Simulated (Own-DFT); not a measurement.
Simulation results for Si$_{12}$O$_{23}$ (quartz with two neutral oxygen vacancies, atoms displaced)

A calculation, not a measurement: plane-wave PBE and HSE06 DFT by an unreviewed code, no spin, of a simulated cell at Gamma alone, so results move with cell size and shape, stress positive in tension, energies less offsets, not probed for a lower state with spin; oxygen file: force components 24 meV/angstrom off all-electron in a glass; k mesh not checked against a denser one; forces and stress are PBE's, HSE06 gives the energy alone, and its difference from PBE has offsets of its own; offsets are fitted by least squares, one for each functional and potential file, so energies compare only between cells with the same atoms and settings and are not formation energies; the far tail of each file's local potential was reset to the Coulomb form; each entry is a single point on an unrelaxed cell, so the pressure reflects the starting lattice, mostly measured values (interpolated for alloys), from which strain is counted, and rises with the displacements; printed positions are rounded, which can move forces by about a meV/angstrom; the program, named Own-DFT, is a retired in-house code; no spin-orbit coupling. Program: Own-DFT development build.

Settings shared by all entries: first functional PBE; second functional HSE06; exact exchange share 0.25; screening 0.11 1/bohr; exchange divergence Gygi-Baldereschi; potential files PseudoDojo norm-conserving, scalar-relativistic, made for PBE, standard set; wave cutoff 48 hartree; occupations fixed; k mesh 1 x 1 x 1 centred on Gamma.

(1) Si$_{12}$O$_{23}$ (quartz with two neutral oxygen vacancies, atoms displaced)

```
Si12O23
1.0
      9.8268     0.0000     0.0000
     -4.9134     8.5103     0.0000
      0.0000     0.0000    10.8104
Si O Si O Si O Si O Si O Si O Si O Si O
3 6 3 5 3 6 3 5 3 6 3 6 3 6 3 6
Direct
  0.24106 0.00345 0.00015
  0.99868 0.22904 0.33114
  0.26738 0.26562 0.16397
  0.21119 0.13794 0.06112
  0.42852 0.29565 0.22659
  0.36901 0.07170 0.39524
  0.07274 0.36264 0.44200
  0.13398 0.20617 0.27236
  0.29686 0.43083 0.10805
  0.23188 0.99499 0.50079
  0.00304 0.23940 0.83311
  0.26591 0.26480 0.66300
  0.20597 0.13480 0.55658
  0.41763 0.29035 0.72739
  0.36514 0.06786 0.88947
  0.07876 0.36951 0.94278
  0.13814 0.20637 0.78073
  0.23006 0.49304 0.99683
  0.00203 0.73738 0.33885
  0.26476 0.76110 0.16567
  0.21285 0.64158 0.06346
  0.42448 0.79081 0.22884
  0.36158 0.56920 0.39177
  0.07482 0.86486 0.43788
  0.13189 0.70747 0.27071
  0.29287 0.92777 0.10562
  0.22862 0.49519 0.50298
  0.00467 0.73997 0.83483
  0.26263 0.76813 0.66582
  0.43011 0.79752 0.72644
  0.36330 0.57246 0.89830
  0.08010 0.86841 0.93968
  0.12807 0.70543 0.77423
  0.29461 0.92283 0.61359
  0.73098 0.00029 0.00182
  0.50214 0.23528 0.33478
  0.76607 0.26340 0.16625
  0.70525 0.13501 0.05886
  0.92695 0.29272 0.22674
  0.86278 0.07674 0.39771
  0.57951 0.37095 0.43879
  0.62521 0.20670 0.27138
  0.79119 0.42366 0.10847
  0.73206 0.99664 0.49816
  0.49835 0.23418 0.83541
  0.76071 0.26558 0.66926
  0.69958 0.13403 0.56004
  0.92893 0.29242 0.72667
  0.86516 0.07031 0.89486
  0.56684 0.36506 0.93625
  0.62921 0.20134 0.77791
  0.79307 0.42936 0.60551
  0.73319 0.50090 0.00056
  0.49765 0.73816 0.33106
  0.76712 0.76963 0.16587
  0.70887 0.63044 0.05374
  0.93112 0.79842 0.22539
  0.86738 0.57345 0.39059
  0.57173 0.86714 0.44052
  0.62991 0.70844 0.27354
  0.79290 0.92423 0.10779
  0.73508 0.49972 0.49828
  0.49855 0.73308 0.83624
  0.76729 0.76290 0.66377
  0.70450 0.62168 0.55822
  0.92403 0.78824 0.72134
  0.86793 0.57555 0.88839
  0.57535 0.86714 0.94259
  0.62741 0.70531 0.77635
  0.80267 0.93194 0.60513
```

It finds PBE energy of cell above offsets -20.654 eV; HSE06 less PBE above offsets 0.016 eV; PBE pressure 7.65 GPa; PBE stress xx -8.15 GPa; PBE stress yy -8.27 GPa; PBE stress zz -6.54 GPa; PBE stress yz -2.56 GPa; PBE stress xz -0.42 GPa; PBE stress xy -0.77 GPa.

Force:
| element | x (eV/Å) | y (eV/Å) | z (eV/Å) |
| --- | --- | --- | --- |
| Si | -0.947 | -0.055 | 0.101 |
| Si | -0.103 | 1.491 | 1.086 |
| Si | -0.168 | 1.574 | 1.837 |
| O | 0.17 | -1.715 | -1.974 |
| O | 0.206 | 0.009 | 0.356 |
| O | -0.364 | -0.525 | 0.525 |
| O | -1.432 | -1.493 | -1.245 |
| O | 0.447 | -0.48 | -0.204 |
| O | -0.211 | -0.106 | -0.069 |
| Si | 1.343 | 1.931 | 0.796 |
| Si | 0.474 | -2.262 | 0.728 |
| Si | -3.998 | 2.335 | -0.8 |
| O | 0.343 | -2.009 | -1.016 |
| O | 3.49 | 0.31 | 1.331 |
| O | 0.326 | 0.241 | -0.215 |
| O | -3.559 | -3.622 | -1.911 |
| O | -0.116 | 0.057 | -0.439 |
| Si | 1.671 | 4.732 | 4.594 |
| Si | -0.233 | -2.096 | -4.612 |
| Si | -1.346 | 3.466 | 2.086 |
| O | 0.91 | -4.715 | -4.253 |
| O | -1.048 | 1.341 | -1.597 |
| O | 0.185 | 0.747 | -0.104 |
| O | -0.382 | 1.782 | 2.56 |
| O | -0.201 | -0.16 | 0.888 |
| O | 1.131 | -0.562 | 1.324 |
| Si | 1.758 | 1.559 | 3.009 |
| Si | -2.186 | -0.665 | -0.462 |
| Si | 3.236 | -6.345 | 1.308 |
| O | -0.494 | -0.249 | 0.332 |
| O | 1.19 | 0.852 | -1.724 |
| O | -0.834 | 0.538 | 0.566 |
| O | 2.432 | -0.306 | -1.125 |
| O | -2.632 | 5.126 | -3.2 |
| Si | 1.892 | 0.237 | -0.384 |
| Si | -2.774 | 0.541 | 0.581 |
| Si | -1.408 | 0.127 | 1.18 |
| O | -0.362 | -0.228 | -0.059 |
| O | 0.121 | -0.005 | -0.171 |
| O | 1.177 | 0.007 | -1.747 |
| O | -1.464 | -1.822 | -0.827 |
| O | 3.993 | -0.537 | -1.782 |
| O | -0.426 | 0.976 | -0.87 |
| Si | -1.135 | 1.325 | 2.774 |
| Si | -1.041 | -0.787 | -1.797 |
| Si | 0.964 | -0.027 | -0.581 |
| O | 0.695 | -0.792 | -0.212 |
| O | -1.572 | 0.489 | -0.934 |
| O | 0.339 | 1.236 | -0.299 |
| O | 0.689 | 2.017 | 2.026 |
| O | 0.768 | 0.29 | -0.491 |
| O | 1.08 | -0.948 | 1.315 |
| Si | 2.475 | -2.529 | -2.246 |
| Si | 0.811 | -2.208 | 2.442 |
| Si | 0.883 | -3.286 | 0.883 |
| O | -2.458 | 3.763 | 2.786 |
| O | -0.114 | -0.243 | 0.538 |
| O | 0.034 | -0.448 | 0.291 |
| O | -0.729 | -0.68 | -0.195 |
| O | 1.594 | -0.032 | -0.913 |
| O | -1.153 | 2.505 | -1.138 |
| Si | 2.6 | -1.097 | -1.084 |
| Si | -1.683 | 0.639 | -0.214 |
| Si | -2.755 | -0.637 | 0.155 |
| O | -2.946 | 4.287 | 2.428 |
| O | 1.797 | 0.541 | 1.121 |
| O | -0.832 | -1.235 | 1.302 |
| O | -1.19 | -1.098 | -0.219 |
| O | 3.172 | -0.014 | -2.207 |
| O | -0.102 | -1.051 | 0.074 |

(2) Si$_{12}$O$_{23}$ (quartz with two neutral oxygen vacancies, atoms displaced)

```
Si12O23
1.0
      9.8268     0.0000     0.0000
     -4.9134     8.5103     0.0000
      0.0000     0.0000    10.8104
Si O Si O Si O Si O Si O Si O Si O Si O
3 6 3 6 3 6 3 6 3 6 3 5 3 6 3 5
Direct
  0.23711 0.99827 0.00043
  0.99790 0.23810 0.33212
  0.26234 0.26266 0.17284
  0.20486 0.13220 0.05830
  0.43347 0.29444 0.22100
  0.37325 0.07587 0.39516
  0.07202 0.36757 0.43942
  0.13003 0.21454 0.27174
  0.29804 0.43040 0.10744
  0.23617 0.99805 0.50348
  0.99698 0.23775 0.83372
  0.26743 0.26605 0.66344
  0.21287 0.13620 0.55905
  0.42426 0.29213 0.72871
  0.36647 0.07299 0.89396
  0.07450 0.36377 0.93919
  0.13309 0.20738 0.77034
  0.28779 0.42215 0.60922
  0.23150 0.50390 0.00160
  0.99845 0.73969 0.33389
  0.26714 0.76731 0.16738
  0.20426 0.63476 0.06126
  0.42706 0.79132 0.22787
  0.36345 0.57047 0.39376
  0.07444 0.86788 0.43972
  0.13471 0.70858 0.26877
  0.30030 0.93421 0.10322
  0.23849 0.50735 0.49808
  0.00317 0.73813 0.83439
  0.26414 0.76483 0.66337
  0.20510 0.63019 0.56202
  0.42557 0.79199 0.72529
  0.36721 0.57340 0.89213
  0.07025 0.86671 0.94070
  0.13198 0.70962 0.77753
  0.28406 0.92571 0.60788
  0.73848 0.00530 0.99513
  0.50102 0.23432 0.33119
  0.76955 0.27037 0.16937
  0.70974 0.14117 0.05964
  0.92604 0.29166 0.22873
  0.86821 0.07467 0.39289
  0.57709 0.36958 0.43683
  0.63447 0.20473 0.27011
  0.79040 0.42301 0.10500
  0.73571 0.99972 0.49981
  0.49184 0.22945 0.83604
  0.75704 0.26386 0.66480
  0.93024 0.29455 0.72628
  0.86157 0.07284 0.89206
  0.57277 0.36388 0.93895
  0.63305 0.20839 0.77644
  0.79283 0.42437 0.60794
  0.73522 0.50343 0.00466
  0.49304 0.73735 0.33564
  0.76647 0.75939 0.16869
  0.70618 0.63751 0.05971
  0.92335 0.79150 0.22798
  0.87012 0.57590 0.39510
  0.58274 0.87290 0.44128
  0.63219 0.70416 0.27795
  0.79361 0.93383 0.10883
  0.73311 0.49689 0.50060
  0.50205 0.73637 0.83111
  0.76408 0.76109 0.67024
  0.70542 0.63817 0.56388
  0.92155 0.78849 0.73046
  0.86638 0.57526 0.89202
  0.56943 0.86725 0.93886
  0.63517 0.71144 0.77456
```

Results for Si$_{12}$O$_{23}$ (quartz with two neutral oxygen vacancies, atoms displaced): PBE energy of cell above offsets -20.687 eV; HSE06 less PBE above offsets -0.063 eV; PBE pressure 8.06 GPa; PBE stress xx -8.03 GPa; PBE stress yy -6.94 GPa; PBE stress zz -9.2 GPa; PBE stress yz 0.28 GPa; PBE stress xz -0.97 GPa; PBE stress xy -0.71 GPa.

Force:
| element | x (eV/Å) | y (eV/Å) | z (eV/Å) |
| --- | --- | --- | --- |
| Si | -2.608 | 0.96 | -1.007 |
| Si | 0.237 | -0.513 | 2.408 |
| Si | 1.026 | 1.195 | -3.623 |
| O | -0.128 | 0.516 | 1.036 |
| O | -0.842 | -0.159 | 0.248 |
| O | -0.644 | -1.343 | 0.707 |
| O | 0.256 | 1.166 | 0.682 |
| O | 1.299 | -1.058 | 0.562 |
| O | -0.38 | -0.352 | 0.199 |
| Si | -1.535 | 2.161 | -3.085 |
| Si | 2.205 | -1.524 | -1.184 |
| Si | -1.051 | -0.78 | 2.156 |
| O | -0.172 | -0.85 | -1.142 |
| O | 0.576 | 0.283 | -0.326 |
| O | -0.343 | -2.132 | 0.15 |
| O | -0.341 | 1.289 | 1.604 |
| O | -0.586 | -0.362 | 0.594 |
| O | -0.932 | 2.81 | -1.95 |
| Si | 2.691 | -1.462 | -0.87 |
| Si | 1.981 | -1.344 | -0.037 |
| Si | -0.132 | 1.257 | -1.423 |
| O | -0.74 | 0.633 | 0.035 |
| O | -1.345 | 0.958 | -1.429 |
| O | 1.256 | 1.323 | -1.49 |
| O | -0.043 | 0.675 | 0.458 |
| O | -1.909 | -0.11 | 1.758 |
| O | 1.939 | -2.035 | 2.464 |
| Si | -0.354 | -4.657 | 1.82 |
| Si | -1.747 | -0.877 | 0.852 |
| Si | -0.304 | -0.103 | 2.795 |
| O | -1.283 | 1.138 | -0.116 |
| O | -0.699 | 0.421 | -0.998 |
| O | -0.562 | -0.148 | 0.408 |
| O | 0.393 | 1.012 | 1.085 |
| O | 3.07 | -0.069 | -2.113 |
| O | 2.27 | -1.35 | 2.263 |
| Si | -2.527 | -1.515 | 3.416 |
| Si | 0.69 | 0.495 | -0.297 |
| Si | -0.011 | -1.822 | -1.462 |
| O | 0.479 | -0.805 | -0.726 |
| O | -0.798 | 1.376 | -1.469 |
| O | 0.274 | -0.109 | -0.463 |
| O | -0.88 | -0.799 | -0.322 |
| O | -0.858 | -0.308 | 1.466 |
| O | 0.053 | 1.833 | 0.532 |
| Si | 2.505 | 2.611 | 5.187 |
| Si | 1.705 | 2.509 | -0.986 |
| Si | 3.44 | -3.563 | -0.081 |
| O | -2.632 | 0.581 | -1.684 |
| O | 1.983 | 1.206 | -2.422 |
| O | 0.18 | 1.365 | 1.284 |
| O | -0.434 | -0.523 | 0.295 |
| O | -0.73 | 2.326 | -0.95 |
| Si | -0.065 | -1.321 | -3.1 |
| Si | 4.229 | -0.435 | 0.686 |
| Si | -4.734 | 3.201 | -0.064 |
| O | -0.095 | -0.955 | -0.816 |
| O | 1.577 | 0.827 | -0.027 |
| O | -0.171 | -0.385 | 0.202 |
| O | -3.408 | -3.308 | -2.098 |
| O | -0.53 | 0.162 | -0.035 |
| O | 0.873 | -1.816 | 0.615 |
| Si | -0.084 | 2.518 | 0.778 |
| Si | -1.346 | -0.296 | 1.367 |
| Si | -1.581 | 4.043 | -1.49 |
| O | 1.104 | -3.709 | -2.841 |
| O | 1.106 | 0.832 | -0.276 |
| O | -0.45 | -0.69 | 1.068 |
| O | 0.283 | 0.806 | 0.496 |
| O | 0.336 | -0.901 | 0.721 |

(3) Si$_{12}$O$_{23}$ (quartz with two neutral oxygen vacancies, atoms displaced)

```
Si12O23
1.0
      9.8268     0.0000     0.0000
     -4.9134     8.5103     0.0000
      0.0000     0.0000    10.8104
Si O Si O Si O Si O Si O Si O Si O Si O
3 6 3 6 3 6 3 6 3 4 3 6 3 6 3 6
Direct
  0.22877 0.00204 0.00428
  0.99967 0.23436 0.33834
  0.26973 0.26615 0.16356
  0.20785 0.13903 0.05947
  0.42351 0.29360 0.22452
  0.37049 0.07388 0.39822
  0.07374 0.36528 0.44231
  0.13830 0.20830 0.27371
  0.30045 0.43175 0.10300
  0.23471 0.00470 0.49774
  0.00664 0.24204 0.83280
  0.26715 0.26591 0.66874
  0.20466 0.13736 0.55470
  0.42714 0.28776 0.73154
  0.36381 0.07376 0.89465
  0.07704 0.36753 0.94202
  0.12568 0.20285 0.77297
  0.29133 0.43413 0.60918
  0.23048 0.49345 0.99752
  0.99753 0.72980 0.33571
  0.26415 0.76344 0.16656
  0.20598 0.63434 0.05905
  0.43121 0.79635 0.22512
  0.36550 0.57046 0.39112
  0.07021 0.86536 0.43961
  0.13225 0.70657 0.27419
  0.28893 0.92473 0.10992
  0.24081 0.50770 0.50423
  0.99865 0.73584 0.83402
  0.26622 0.76458 0.66899
  0.21190 0.63276 0.55869
  0.42554 0.79544 0.73065
  0.37166 0.57741 0.89605
  0.07445 0.86689 0.94227
  0.13526 0.70953 0.77106
  0.29062 0.92241 0.60433
  0.73466 0.99807 0.99993
  0.50229 0.23608 0.33311
  0.76721 0.26730 0.16178
  0.92580 0.29380 0.22645
  0.86435 0.07422 0.39136
  0.57125 0.36296 0.43659
  0.62535 0.19855 0.27362
  0.73488 0.00287 0.50228
  0.50222 0.23877 0.83463
  0.76140 0.26052 0.66805
  0.70252 0.13407 0.55839
  0.92798 0.29327 0.72659
  0.87017 0.07453 0.89631
  0.57295 0.36619 0.94143
  0.63258 0.20650 0.77243
  0.79234 0.42937 0.60924
  0.73627 0.50353 0.99866
  0.50476 0.73955 0.33065
  0.76392 0.76226 0.16512
  0.70664 0.63334 0.06016
  0.92787 0.78987 0.22643
  0.86598 0.57269 0.39379
  0.56841 0.86601 0.43815
  0.63199 0.70332 0.27190
  0.79158 0.92171 0.10395
  0.73631 0.49759 0.50438
  0.49795 0.74008 0.83017
  0.76573 0.76443 0.66594
  0.70564 0.63598 0.55950
  0.91821 0.79239 0.72460
  0.86244 0.57235 0.89474
  0.57476 0.86594 0.94243
  0.63208 0.70167 0.77576
  0.79576 0.92941 0.60501
```

The calculation gives: PBE energy of cell above offsets -21.403 eV; HSE06 less PBE above offsets 0.005 eV; PBE pressure 7.17 GPa; PBE stress xx -7.92 GPa; PBE stress yy -5.83 GPa; PBE stress zz -7.77 GPa; PBE stress yz -1.7 GPa; PBE stress xz -0.82 GPa; PBE stress xy -0.13 GPa.

Force:
| element | x (eV/Å) | y (eV/Å) | z (eV/Å) |
| --- | --- | --- | --- |
| Si | 2.855 | -0.097 | -0.433 |
| Si | 1.281 | 1.055 | -2.479 |
| Si | -2.985 | 1.686 | 1.427 |
| O | -0.746 | -1.013 | -1.336 |
| O | 3.124 | 0.184 | 1.475 |
| O | 0.404 | 0.397 | -1.081 |
| O | 0.258 | 1.28 | 1.277 |
| O | -1.021 | -0.03 | 0.289 |
| O | 0.349 | -0.767 | 0.628 |
| Si | 0.24 | -2.108 | 0.503 |
| Si | -2.754 | -2.28 | 1.355 |
| Si | -1.037 | 0.57 | -0.926 |
| O | -0.35 | 1.099 | 1.284 |
| O | -2.776 | 1.225 | -2.949 |
| O | 0.015 | 0.137 | 0.188 |
| O | -2.348 | -2.061 | -1.287 |
| O | 3.456 | 0.001 | -1.578 |
| O | 2.592 | -2.526 | 2.965 |
| Si | 2.269 | 4.777 | 2.043 |
| Si | 0.207 | 1.715 | -0.857 |
| Si | 0.484 | 0.033 | 0.626 |
| O | 0.172 | -1.137 | -0.809 |
| O | -1.002 | 0.19 | -0.904 |
| O | 0.472 | 0.965 | -0.368 |
| O | 0.104 | 0.713 | 0.645 |
| O | 0.825 | -0.476 | 0.035 |
| O | -0.567 | 1.095 | -0.508 |
| Si | 0.612 | -3.143 | -4.505 |
| Si | -0.117 | 0.373 | -0.744 |
| Si | -0.576 | 0.474 | -2.403 |
| O | -2.745 | 3.423 | 2.227 |
| O | -0.946 | 1.254 | -2.002 |
| O | -0.561 | -0.511 | -0.446 |
| O | -1.245 | -1.145 | -0.81 |
| O | -1.796 | -0.836 | 1.618 |
| O | -0.39 | 0.795 | -0.117 |
| Si | -1.024 | 3.204 | 1.804 |
| Si | -1.873 | -1.32 | -1.377 |
| Si | -1.487 | -1.072 | -2.136 |
| O | 0.969 | 0.377 | 0.805 |
| O | -0.524 | -1.385 | 0.829 |
| O | 0.727 | 2.689 | 2.524 |
| O | 2.373 | 0.259 | -1.58 |
| Si | -0.271 | -1.335 | -1.916 |
| Si | 1.05 | -2.565 | 2.218 |
| Si | 0.881 | 1.583 | -0.475 |
| O | -0.376 | 0.244 | 0.105 |
| O | -0.903 | 0.413 | -0.656 |
| O | 0.68 | 1.057 | -1.162 |
| O | -0.316 | 0.633 | 0.405 |
| O | -0.311 | -0.495 | 0.887 |
| O | 1.54 | -1.518 | 1.928 |
| Si | 0.341 | -3.063 | 3.253 |
| Si | -0.92 | -2.195 | 0.529 |
| Si | 0.691 | 0.846 | 1.459 |
| O | -0.515 | -0.625 | -0.823 |
| O | -0.757 | 0.041 | -0.569 |
| O | -0.53 | -1.807 | 0.952 |
| O | 0.828 | 1.716 | 1.643 |
| O | 0.638 | -0.146 | 0.059 |
| O | 0.803 | 0.104 | 0.736 |
| Si | -2.422 | 0.912 | -2.543 |
| Si | 3.282 | -1.76 | 2.892 |
| Si | -3.932 | 0.126 | -0.461 |
| O | 0.389 | -1.497 | -1.18 |
| O | 4.845 | 0.394 | 2.637 |
| O | 1.892 | 1.314 | -2.273 |
| O | -1.106 | -0.707 | -0.872 |
| O | -0.603 | 0.571 | -0.419 |
| O | 0.185 | -0.302 | 0.74 |

(4) Si$_{12}$O$_{23}$ (quartz with two neutral oxygen vacancies, atoms displaced)

```
Si12O23
1.0
      9.8268     0.0000     0.0000
     -4.9134     8.5103     0.0000
      0.0000     0.0000    10.8104
Si O Si O Si O Si O Si O Si O Si O Si O
3 5 3 6 3 6 3 6 3 5 3 6 3 6 3 6
Direct
  0.23220 0.99767 0.00150
  0.00382 0.23604 0.32956
  0.25636 0.25969 0.16820
  0.20467 0.13010 0.06275
  0.42703 0.29839 0.22774
  0.07328 0.35739 0.43463
  0.12909 0.20419 0.27151
  0.30068 0.42901 0.10743
  0.23501 0.99901 0.50065
  0.99948 0.23167 0.83407
  0.26614 0.26052 0.67095
  0.20781 0.13400 0.56328
  0.42441 0.29058 0.72622
  0.36424 0.07124 0.89653
  0.07522 0.36276 0.93945
  0.13592 0.21789 0.77219
  0.29311 0.42830 0.60555
  0.23651 0.49912 0.00089
  0.99792 0.72919 0.32949
  0.26870 0.76516 0.16470
  0.20563 0.62818 0.05935
  0.42866 0.79411 0.22833
  0.37000 0.57248 0.39340
  0.07430 0.86686 0.43831
  0.14311 0.70799 0.27440
  0.29204 0.92155 0.10707
  0.23012 0.50250 0.49910
  0.00246 0.73617 0.83316
  0.26632 0.76906 0.66835
  0.20767 0.63891 0.55738
  0.42869 0.79876 0.72508
  0.36398 0.57137 0.89686
  0.07255 0.86836 0.94401
  0.13647 0.71009 0.76880
  0.29316 0.92711 0.61198
  0.73302 0.00535 0.99728
  0.49837 0.22622 0.33081
  0.76899 0.26929 0.16948
  0.70806 0.13795 0.06274
  0.92519 0.29094 0.22571
  0.87662 0.07972 0.39446
  0.63314 0.20823 0.27540
  0.78763 0.42541 0.10865
  0.73481 0.99887 0.50399
  0.50295 0.23560 0.82844
  0.77058 0.27001 0.66129
  0.70331 0.13142 0.55707
  0.91983 0.29094 0.72540
  0.86831 0.07449 0.89320
  0.56942 0.36362 0.93653
  0.62893 0.21070 0.78126
  0.79030 0.42182 0.60362
  0.73492 0.50158 0.00121
  0.50108 0.73549 0.33267
  0.76024 0.76318 0.16948
  0.70178 0.62822 0.05455
  0.92834 0.79910 0.22880
  0.86756 0.57248 0.39144
  0.57701 0.86767 0.43933
  0.63664 0.70847 0.27068
  0.79619 0.93013 0.10867
  0.73525 0.49780 0.49509
  0.49554 0.73480 0.83079
  0.76067 0.76027 0.67215
  0.70608 0.63302 0.56259
  0.92776 0.79326 0.72392
  0.86438 0.56905 0.89316
  0.57431 0.86559 0.93920
  0.63146 0.70230 0.76982
  0.79304 0.92526 0.61127
```

Results for Si$_{12}$O$_{23}$ (quartz with two neutral oxygen vacancies, atoms displaced): PBE energy of cell above offsets -20.692 eV; HSE06 less PBE above offsets -0.030 eV; PBE pressure 7.94 GPa; PBE stress xx -10.52 GPa; PBE stress yy -5.88 GPa; PBE stress zz -7.42 GPa; PBE stress yz 0.18 GPa; PBE stress xz 2.18 GPa; PBE stress xy 0.87 GPa.

Force:
| element | x (eV/Å) | y (eV/Å) | z (eV/Å) |
| --- | --- | --- | --- |
| Si | 1.298 | 1.037 | 0.344 |
| Si | -1.983 | -1.467 | -0.091 |
| Si | 2.578 | 1.984 | -0.892 |
| O | -0.525 | -0.238 | -0.256 |
| O | -0.06 | -0.656 | 0.106 |
| O | 0.184 | 3.753 | 2.81 |
| O | 1.248 | -0.963 | -0.058 |
| O | -0.403 | -0.423 | 0.164 |
| Si | 1.207 | 1.541 | -1.31 |
| Si | -1.451 | 1.739 | -0.939 |
| Si | -1.898 | 2.62 | -2.478 |
| O | -0.191 | -1.133 | -0.824 |
| O | 1.092 | 0.65 | -0.053 |
| O | 0.494 | 0.693 | -1.067 |
| O | -0.393 | 0.487 | 0.721 |
| O | 0.591 | -1.245 | 0.512 |
| O | 0.052 | -0.683 | 0.415 |
| Si | -0.109 | -1.786 | 0.73 |
| Si | 1.403 | 2.029 | 0.174 |
| Si | 0.438 | -1.354 | 0.08 |
| O | -0.99 | 1.278 | 0.72 |
| O | -0.016 | 0.534 | -0.894 |
| O | -0.549 | -0.2 | 0.152 |
| O | -0.194 | -0.624 | -0.339 |
| O | -1.821 | -0.571 | 0.982 |
| O | -0.438 | 1.5 | -0.556 |
| Si | 1.937 | -1.409 | -0.268 |
| Si | -0.873 | -0.483 | 0.525 |
| Si | 1.161 | -0.938 | -1.729 |
| O | -0.538 | 0.183 | 0.096 |
| O | 0.574 | 0.08 | 0.039 |
| O | 1.451 | 1.607 | -2.276 |
| O | -1.069 | -1.932 | -1.298 |
| O | -1.631 | -1.067 | 2.344 |
| O | -0.603 | 1.955 | -1.048 |
| Si | 1.277 | -0.952 | 1.888 |
| Si | -3.667 | 1.238 | 3.995 |
| Si | -1.373 | -0.633 | -0.486 |
| O | -0.179 | -0.578 | -0.811 |
| O | 0.985 | 0.849 | -0.047 |
| O | -1.612 | -2.448 | 1.601 |
| O | 2.883 | -0.803 | -1.314 |
| O | 0.498 | 0.586 | 0.478 |
| Si | 2.073 | 0.522 | -1.595 |
| Si | -5.314 | -0.535 | 4.069 |
| Si | -2.722 | -3.521 | 1.763 |
| O | -0.71 | 0.824 | 0.759 |
| O | 3.011 | 0.144 | 1.729 |
| O | -0.34 | -1.244 | 0.121 |
| O | 0.39 | 1.617 | 1.376 |
| O | 7.98 | -0.695 | -4.829 |
| O | -0.266 | 2.333 | -0.423 |
| Si | -0.367 | -2.842 | -1.786 |
| Si | 0.569 | -0.549 | 0.761 |
| Si | 2.574 | 1.206 | -4.033 |
| O | -1.571 | 3.087 | 2.35 |
| O | -0.1 | -0.469 | -0.622 |
| O | 1.053 | -0.199 | -0.688 |
| O | -0.375 | -0.272 | -0.084 |
| O | -2.471 | -1.392 | 2.789 |
| O | -0.742 | 0.115 | -0.892 |
| Si | -3.368 | -1.96 | -0.379 |
| Si | 1.444 | -0.947 | 0.772 |
| Si | 1.845 | 1.297 | -2.964 |
| O | 0.562 | -0.939 | -1.002 |
| O | 0.85 | 0.084 | 0.879 |
| O | 1.148 | 1.243 | -0.974 |
| O | -0.487 | -0.059 | -0.172 |
| O | -3.282 | -0.975 | 3.216 |
| O | -0.167 | 0.369 | 0.015 |
